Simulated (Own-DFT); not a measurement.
Simulation results for Ti₁₂O₂₃ (rutile with two vacancies, strained, atoms displaced)

All values are calculated (Own-DFT development build). A calculation, not a measurement: plane-wave PBE density functional theory by an unreviewed code, no spin, of a simulated periodic cell, stress positive in tension, free energy of the whole cell less one offset for each atom, defect cell not probed for a lower state with spin; oxygen file: force components 24 meV/angstrom off all-electron in one glass; forces on such cells passed a denser k mesh, this cell's mesh not checked; offsets are fitted by least squares, one for each functional and potential file, so energies compare only between cells with the same atoms and settings and are not formation energies; the far tail of each file's local potential was reset to the Coulomb form; each entry is a single point on an unrelaxed cell, so the pressure reflects the starting lattice, mostly measured values (interpolated for alloys), from which strain is counted, and rises with the displacements; printed positions are rounded, which can move forces by about a meV/angstrom; the program, named Own-DFT, is a retired in-house code; no spin-orbit coupling; before rounding, a Quantum ESPRESSO 7.3.1 run of the same cell and cutoff gave forces within 1 meV/angstrom rms on each cell, which checks the program and not the settings.

Common to all runs: functional PBE; potential files PseudoDojo norm-conserving, scalar-relativistic, standard set; wave cutoff 72 hartree; occupations Fermi-Dirac; smearing width 0.1 eV; k mesh 3 x 3 x 3 centred on Gamma.

(1) 
```xyz
70
Lattice="9.2205 -0.1399 0.0103 -0.1399 9.0387 -0.0281 0.0100 -0.0271 8.9881" Properties=species:S:1:pos:R:3:force_x:R:1:force_y:R:1:force_z:R:1 formula=Ti12O23 free_energy_of_cell_above_offsets=-7.443 pressure=7.21 stress_xx=-7.15 stress_yy=-9 stress_zz=-5.47 stress_yz=-0.44 stress_xz=0.39 stress_xy=-5.89
Ti     8.9962     8.8173     8.8791      2.544      1.472      2.199
Ti     2.3421     2.3189     1.5180     -1.902       -0.6     -0.594
O      1.3025     1.2875     8.9568      0.719      0.672      -0.37
O      3.1176     2.9020     8.9249      1.428      1.967     -0.018
O      3.6939     0.8522     1.6318      0.262     -1.142     -0.891
O      0.9094     3.6621     1.4783     -0.231     -0.492      0.302
Ti     0.0074     0.0824     3.1320       1.98     -2.741     -3.879
Ti     2.3235     2.2196     4.4919      -2.56       0.18     -1.032
O      1.4989     1.3297     2.9326      0.236      0.168      0.728
O      3.1109     3.0914     3.1075      1.244      0.334     -0.783
O      0.8876     3.6376     4.4259     -0.051     -1.494      0.067
Ti     9.1924    -0.0755     6.0644        0.1     -2.814     -2.245
Ti     2.2242     2.1971     7.3920     -0.526     -0.896      2.313
O      1.2937     1.3891     5.9893      1.073      0.419     -0.587
O      3.1234     3.0196     5.9332      1.521       1.06       0.25
O      3.7648     0.8184     7.4709     -0.525     -0.231     -0.464
O      0.8757     3.7632     7.4260      1.781     -2.296      1.459
Ti     0.0138     4.6525     0.0762     -3.141     -1.477     -1.636
Ti     2.3051     6.8733     1.5082     -1.957      0.006     -0.696
O      1.3438     5.7313     8.8702      2.566      3.273      0.153
O      3.3371     7.4779     8.8141     -2.172     -0.012      1.112
O      3.4766     5.3025     1.5626      0.494      0.274     -0.903
O      0.8594     8.1762     1.4510      1.424     -1.753      -0.84
Ti     9.1096     4.2998     2.9760       0.75      1.225      1.593
Ti     2.3297     6.7823     4.4226     -2.755     -0.278     -0.615
O      1.3503     5.6989     3.0034      1.065      2.591     -0.184
O      3.6802     5.3456     4.4057     -0.714      1.236      1.768
O      0.7897     8.1445     4.4472      1.458     -1.068       0.13
Ti    -0.0257     4.3928     5.9896      -1.32      1.444     -0.479
Ti     2.1514     6.5244     7.3613     -1.103      1.134     -0.232
O      1.2701     5.8083     5.8019      2.418      1.649      1.207
O      2.9921     7.7496     5.9250     -0.514     -1.494      0.572
O      3.6514     5.3654     7.5419     -0.469     -0.314     -1.619
O      0.6696     8.1864     7.3072      1.862     -2.145      2.009
Ti     4.5198     8.8993     0.0318     -0.712     -0.297     -1.675
Ti     6.9211     2.1354     1.4745      0.904      0.426      -0.05
O      5.9128     1.3287     8.8692      0.623     -0.474      0.964
O      7.8132     3.1101     0.0262     -1.264     -1.804     -0.694
O      8.4464     0.7757     1.6138     -1.825      0.879      -2.09
O      5.4128     3.6108     1.4221     -0.176      -0.41     -0.129
Ti     4.5946    -0.0731     2.9006      2.334     -0.301      0.164
Ti     6.8245     2.0403     4.5925     -0.349      1.734     -1.028
O      5.9917     1.1860     2.8549     -0.474     -0.084      1.756
O      7.7262     2.9467     2.9006      0.323      0.648      1.088
O      8.4969     0.7046     4.4538     -4.287      3.895      2.715
O      5.4747     3.5956     4.3412      0.466     -1.307      1.701
Ti     4.3724     8.8951     5.9200      1.003       0.38      1.507
Ti     6.8644     2.1269     7.5471       1.36      0.991     -0.103
O      5.9083     1.2504     5.9834      0.902      0.521      -0.35
O      7.7231     3.0888     6.0418     -1.569     -2.646     -0.955
O      8.3433     0.7381     7.3854      -2.41      1.861      2.207
O      5.4044     3.5063     7.4644      0.054       0.42     -0.354
Ti     4.5353     4.3913     8.8532      0.945     -0.499      3.873
Ti     6.8811     6.6674     1.4386      0.902     -0.124      1.894
O      5.8456     5.9650     0.1526     -1.372     -2.501      -2.08
O      7.7099     7.5445     0.0382      0.047      0.273     -1.066
O      8.2536     5.3697     1.5353      0.881     -1.163     -0.025
O      5.4958     7.9858     1.4405     -2.597      2.217      0.969
Ti     4.4558     4.5249     2.9730      1.402     -0.567     -1.377
Ti     6.7242     6.6408     4.3955      3.019       0.82      1.139
O      5.9782     5.8227     3.0268     -1.028      -0.98      -1.22
O      7.7378     7.6396     2.9136     -1.015     -1.187       1.14
O      8.2414     5.2187     4.7140     -1.046      0.762      -2.55
O      5.4287     8.0125     4.4744     -1.654      1.109     -0.169
Ti     4.5840     4.5019     6.0304      0.567     -0.531     -2.238
Ti     6.7102     6.7267     7.4704      2.308     -1.181     -0.615
O      5.8315     5.8745     6.0108     -0.881     -1.402     -0.334
O      7.6084     7.5229     6.0545      0.338      0.619     -0.362
O      8.1953     5.2191     7.4956     -0.003      0.623      0.739
O      5.3988     7.9953     7.4953     -0.699      1.424      -0.19
```

Units: free_energy_of_cell_above_offsets in eV; pressure, stress_xx, stress_yy, stress_zz, stress_yz, stress_xz, stress_xy in GPa; force_x, force_y, force_z in eV/Å.

(2) 
```xyz
70
Lattice="9.1344 -0.1434 -0.0419 -0.1434 9.0503 -0.0117 -0.0405 -0.0113 8.8452" Properties=species:S:1:pos:R:3:force_x:R:1:force_y:R:1:force_z:R:1 formula=Ti12O23 free_energy_of_cell_above_offsets=-10.915 pressure=12.06 stress_xx=-11.52 stress_yy=-12.4 stress_zz=-12.26 stress_yz=-0.36 stress_xz=-0.74 stress_xy=-6.17
Ti    -0.1372     8.9908     8.7668     -1.253     -0.851      3.248
Ti     2.2047     2.2456     1.4576      0.407     -1.095       2.25
O      3.7279     0.8284     1.4924     -1.641      1.155     -1.726
O      0.7505     3.6408     1.4065      1.527      -1.15      0.219
Ti     8.8861     8.8241     2.8213       1.58      1.819      0.814
Ti     2.2218     2.2026     4.4140     -0.095     -1.204     -0.997
O      1.4299     1.3625     2.9334     -1.136     -0.308     -0.895
O      3.1225     3.0107     2.8691      0.594      1.644     -0.136
O      3.6536     0.7286     4.3185     -1.989      2.367      2.832
O      0.7349     3.6125     4.4263      1.226     -0.678      0.195
Ti     8.9210     8.8793     5.9200      0.596      0.082     -4.244
Ti     2.2365     2.2157     7.3480     -0.006     -0.264     -1.424
O      1.3301     1.4081     5.8794     -0.899     -1.141       0.41
O      3.0701     2.9731     5.8581      1.621      2.074      0.545
O      3.6203     0.7716     7.3742     -0.708      1.107      -0.13
O      0.8280     3.5392     7.4467      0.246       0.16     -0.282
Ti     9.0007     4.4019     8.7517     -1.642     -0.547      0.938
Ti     2.1671     6.7167     1.3636      0.123      1.333      3.302
O      1.2780     5.8672     8.8159     -0.761     -0.506     -0.329
O      3.0158     7.6572    -0.0080     -0.045      0.114     -0.526
O      3.5763     5.4649     1.4486      0.576     -1.825     -0.341
O      0.7499     8.1213     1.5026      0.251      0.541     -1.849
Ti    -0.0036     4.4496     2.9297     -1.933      1.416     -1.638
Ti     2.1847     6.7162     4.4752     -0.129      2.251     -2.722
O      1.2659     5.8570     2.8985      0.162     -0.426      0.442
O      3.0465     7.6471     2.9567     -0.899     -1.369     -0.334
O      3.6399     5.3638     4.3208     -0.997      0.094      0.595
O      0.7483     8.1568     4.2978      0.546     -0.479      1.551
Ti    -0.0677     4.5621     5.7813     -1.543     -0.097      0.957
Ti     2.0866     6.7515     7.3799      1.786      0.101     -0.635
O      1.2521     5.9228     5.8835     -0.407     -0.901      0.268
O      3.0734     7.5896     5.8996     -0.411     -0.156     -0.006
O      3.4928     5.3728     7.4022      0.235     -1.101     -0.172
O      0.7571     8.1648     7.2961      0.282      0.016      0.971
Ti     4.4234     8.9194     8.8007     -0.112      0.522      0.928
Ti     6.6957     2.1579     1.4331      1.221     -0.753      1.012
O      5.9101     1.2794     8.7940     -0.571      -0.61     -0.773
O      7.6416     2.9886     8.8012      0.332      0.383       -0.6
O      8.1641     0.7590     1.3939      1.305     -0.243     -0.723
O      5.4822     3.5296     1.4378      -2.26       1.23     -0.341
Ti     4.5074    -0.0482     3.0068     -0.027     -1.262     -2.653
Ti     6.8334     2.1214     4.4427      0.565      0.278     -2.542
O      5.8295     1.2198     2.9450      2.137      1.772     -0.083
O      7.6629     3.0077     2.8752      0.263          0      0.558
O      8.1640     0.6529     4.3584     -0.196      1.113      0.771
O      5.3308     3.5107     4.3593     -0.066       0.32      0.413
Ti     4.5945    -0.0701     5.8600     -0.636      -0.54      0.589
Ti     6.8779     2.0202     7.3248     -1.092      1.989      1.189
O      5.9881     1.2485     5.7981     -1.064     -0.698      1.128
O      7.6093     3.0419     5.8908       0.96      0.489      0.082
O      8.2088     0.7150     7.3317      0.347      0.152      0.407
O      5.3470     3.5384     7.3167     -0.987      0.224      0.393
Ti     4.4380     4.4179    -0.0176      1.526      0.762     -1.519
Ti     6.6547     6.7218     1.3741      0.432     -0.589      0.579
O      5.8177     5.7907     0.0196     -0.293     -0.403     -1.314
O      7.5859     7.5810     0.0204      1.086      0.662     -1.795
O      8.0686     5.3363     1.4262      1.307     -0.962     -0.252
O      5.3394     8.0907     1.4079      0.069     -0.327     -0.072
Ti     4.4753     4.4929     2.8816      0.796     -0.488      0.265
Ti     6.7314     6.7361     4.3280     -0.398     -0.261     -0.254
O      5.9045     5.8157     2.8802     -0.943     -0.544      0.659
O      7.6766     7.5444     2.9223     -1.637     -1.176     -0.344
O      8.0775     5.2938     4.4410      0.901     -0.585      -0.21
O      5.2515     8.1039     4.4055      1.676     -1.416      0.516
Ti     4.4718     4.4632     5.8020      0.956     -0.719      0.951
Ti     6.7488     6.5957     7.2886     -0.762      0.189      0.636
O      5.8766     5.8517     5.7748     -1.358     -1.259      0.897
O      7.6118     7.4708     5.8450      0.718      1.211      0.565
O      8.1611     5.3517     7.3358      0.014     -0.401     -0.286
O      5.2935     8.0580     7.3047      0.527     -0.235       0.07
```

Units: free_energy_of_cell_above_offsets in eV; pressure, stress_xx, stress_yy, stress_zz, stress_yz, stress_xz, stress_xy in GPa; force_x, force_y, force_z in eV/Å.

(3) 
```xyz
70
Lattice="9.1398 0.0216 0.0179 0.0216 9.2295 0.0847 0.0173 0.0819 8.7124" Properties=species:S:1:pos:R:3:force_x:R:1:force_y:R:1:force_z:R:1 formula=Ti12O23 free_energy_of_cell_above_offsets=-5.495 pressure=16.98 stress_xx=-14.57 stress_yy=-12.65 stress_zz=-23.72 stress_yz=1 stress_xz=1.48 stress_xy=-0.17
Ti     9.0744     0.0862     0.1095      1.503     -1.267      0.637
Ti     2.3443     2.4135     1.3223     -2.009     -1.288      5.283
O      1.3737     1.5190     0.0696      -1.15     -1.638     -1.763
O      3.0926     3.2225     8.7089      3.493      3.179     -2.856
O      3.5902     0.9114     1.4949     -0.422      0.588     -1.135
O      0.9130     3.6961     1.5447       0.32      0.202     -1.084
Ti     0.0591     0.0325     2.9077      1.532     -0.956     -0.104
Ti     2.2257     2.3924     4.3529      0.875      0.104     -3.571
O      1.3333     1.3498     2.8051       1.44      1.757      1.424
O      3.2704     3.2160     2.9206     -0.616      0.045      1.207
O      3.6741     0.8946     4.3804      -2.69       3.05     -1.746
O      0.8716     3.7295     4.4076      1.255     -0.945      0.082
Ti     0.0798     0.3078     5.8873     -1.234     -3.551     -2.235
Ti     2.2707     2.3694     7.2347      0.834     -0.517      1.297
O      1.5239     1.4081     5.8288     -0.314     -0.114      -0.27
O      3.7911     1.0256     7.2739     -1.911      1.524     -0.096
O      1.0262     3.7421     7.2307     -0.331      0.711     -0.089
Ti     0.0643     4.7852     8.6707     -1.378     -1.974      2.466
Ti     2.3620     6.9202     1.5214     -0.368      0.086      3.068
O      1.2721     6.0879     8.6992      1.242      0.577     -0.126
O      3.1242     7.6505     0.1047      1.624      2.889     -3.013
O      3.7437     5.5967     1.3706      0.003     -1.234      1.427
O      0.9083     8.4013     1.5283     -0.069     -0.611     -1.342
Ti     9.1184     4.5448     2.9161       0.21       1.78     -0.605
Ti     2.3049     6.8322     4.5838      1.674      3.368     -7.845
O      1.5263     6.0176     2.8786     -1.566     -1.615      2.206
O      3.1264     7.8266     2.9521      1.178      0.533      0.604
O      3.8007     5.4473     4.4603     -2.441      1.184     -0.793
O      0.8571     8.4041     4.3877       1.04     -0.943      2.023
Ti     0.1565     4.7355     5.8467     -2.369     -1.599      -1.62
Ti     2.1773     7.0389     7.3076      1.555      1.828      3.068
O      1.4357     6.1440     5.8579     -2.457     -2.721      2.129
O      3.1943     7.8059     5.8759      0.063      0.656      0.132
O      3.7965     5.6729     7.3872     -1.805     -0.409      -1.47
O      0.8492     8.4344     7.4061      1.015      -0.05      -1.32
Ti     4.5255     0.1524     8.6939      0.332     -0.966     -1.857
Ti     6.9205     2.3098     1.4426      -0.32      1.651     -1.657
O      5.8699     1.5027     0.1322     -0.709     -1.379     -1.385
O      7.7209     3.3132     8.6696       0.29      0.102      0.262
O      8.2466     0.9884     1.4262     -0.636     -0.042       0.36
O      5.4131     3.6550     1.5668     -0.076      0.612      0.149
Ti     4.6106     0.1761     2.7664     -2.479     -0.266      3.722
Ti     6.8158     2.2798     4.3604      2.253      0.992      0.473
O      6.0615     1.3485     2.9999     -0.768      0.846     -0.604
O      7.7154     3.3387     2.7095     -0.326      -0.22      3.073
O      8.2209     0.9638     4.1451     -1.069      1.844      3.487
Ti     4.5105     0.1041     5.6234      0.451     -1.707      4.192
Ti     6.7805     2.2000     7.2239      2.515      3.684      4.094
O      6.0066     1.5217     5.9023     -2.914     -2.242     -4.136
O      7.7474     3.2201     5.8418     -0.129      0.175     -0.512
O      8.2337     0.9706     7.3080     -0.633      0.635     -0.407
O      5.3738     3.7671     7.3328      1.551     -2.333     -1.861
Ti     4.5984     4.6416     8.6053     -0.774      1.221      4.305
Ti     6.7703     6.9450     1.5625      2.262       1.08     -0.691
O      5.9284     6.0933     0.2204      0.109     -0.795     -1.566
O      7.8036     7.8672     0.1386     -1.249      -0.86      -0.63
O      8.3144     5.5297     1.5201     -0.813      0.858     -0.603
O      5.4277     8.5351     1.6543      2.778     -3.499     -3.009
Ti     4.6114     4.6907     2.9568     -0.838     -1.624     -4.185
Ti     6.8954     6.9985     4.3344       1.13      0.318      3.241
O      5.9606     6.0754     2.9027     -0.657     -0.634       1.52
O      7.7619     7.8986     3.0430     -0.946     -0.613     -0.818
O      8.2672     5.5793     4.3963      0.013     -0.044      0.374
O      5.4106     8.4757     4.4985      2.226     -2.307     -1.546
Ti     4.5944     4.6347     5.7963      2.193      1.275      2.616
Ti     6.9031     6.9706     7.4562      -0.02      1.998     -2.681
O      5.8532     5.9715     5.8591      1.045      0.097      0.118
O      7.8002     7.8402     5.9196     -1.116     -0.149      0.229
O      8.3905     5.5716     7.2063     -2.099      1.092      0.702
O      5.3762     8.4652     7.3278      1.699     -1.428      1.265
```

Units: free_energy_of_cell_above_offsets in eV; pressure, stress_xx, stress_yy, stress_zz, stress_yz, stress_xz, stress_xy in GPa; force_x, force_y, force_z in eV/Å.
